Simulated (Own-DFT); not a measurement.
# Strain and stress in wurtzite AlN, 72 atoms (Al36N36)

All numbers below are calculated, not measured. They come from Own-DFT, an in-house plane-wave density functional program, since retired, whose code no person has reviewed. Each row is one single-point run on a periodic cell that was not relaxed, without spin or spin-orbit coupling.

Settings of every run: PBE; PseudoDojo norm-conserving scalar-relativistic files; cutoff 42 hartree; 3 x 3 x 2 k mesh centred on Gamma; Fermi-Dirac smearing of 0.1 eV.

Known limits: forces on such cells moved up to 12 meV/angstrom on a denser k mesh; stress not checked against mesh or cutoff.

Unstrained cell vectors in Å: (9.336, 0.000, 0.000); (-4.668, 8.085, 0.000); (0.000, 0.000, 9.964). The unstrained cell has measured lattice constants (interpolated for alloys), not those of this functional. That, the random moves and any unrelaxed bonds set the pressure at no strain. Each run strains this cell uniformly, with the atoms carried along. Every atom was also moved at random, by a Gaussian of width 0.05 Å on each axis. Strain is the symmetric tensor, in per cent. Stress is positive in tension, and the pressure is minus a third of its trace.

```
run  e_xx (%)  e_yy (%)  e_zz (%)  s_xx (GPa)  s_yy (GPa)  s_zz (GPa)  P (GPa)  E (meV/atom)
  1     -1.25     -1.25      0.00      -12.70      -14.00       -6.96    11.22          26.8
  2     -3.00     -3.00      0.00      -26.27      -24.70      -11.17    20.71          74.8
  3     -2.25     -2.25      0.00      -20.67      -21.72       -8.04    16.81          61.3
  4     -0.75     -0.75      0.00       -9.27       -9.68       -8.46     9.14          24.5
  5      3.00      3.00      0.00        9.96        8.95       -1.19    -5.91          12.5
  6      2.00      2.00      0.00        4.59        4.59       -0.77    -2.80           0.0
  7     -1.50     -1.50      0.00      -12.91      -14.88       -8.66    12.15          20.7
  8     -2.00     -2.00      0.00      -18.31      -17.50       -9.81    15.21          44.6
  9     -2.75     -2.75      0.00           ?           ?           ?        ?             ?
```

E is the free energy for each atom above the lowest run shown.

## Worked fit

The change of volume is close to e_xx + e_yy + e_zz. A straight line through the runs shown gives P = 6.51 - 220 x (fractional change of volume) GPa, with an error of 8 on the slope and a scatter of 0.88 GPa. The strain isn't the same on all axes and the cell isn't cubic, so the slope belongs to this path and is not the bulk modulus.

## Withheld run

Question: what pressure should run 9 give? Its volume changes by -5.42 %.

The line gives 18.4 GPa. The calculation gave 19.17 GPa.
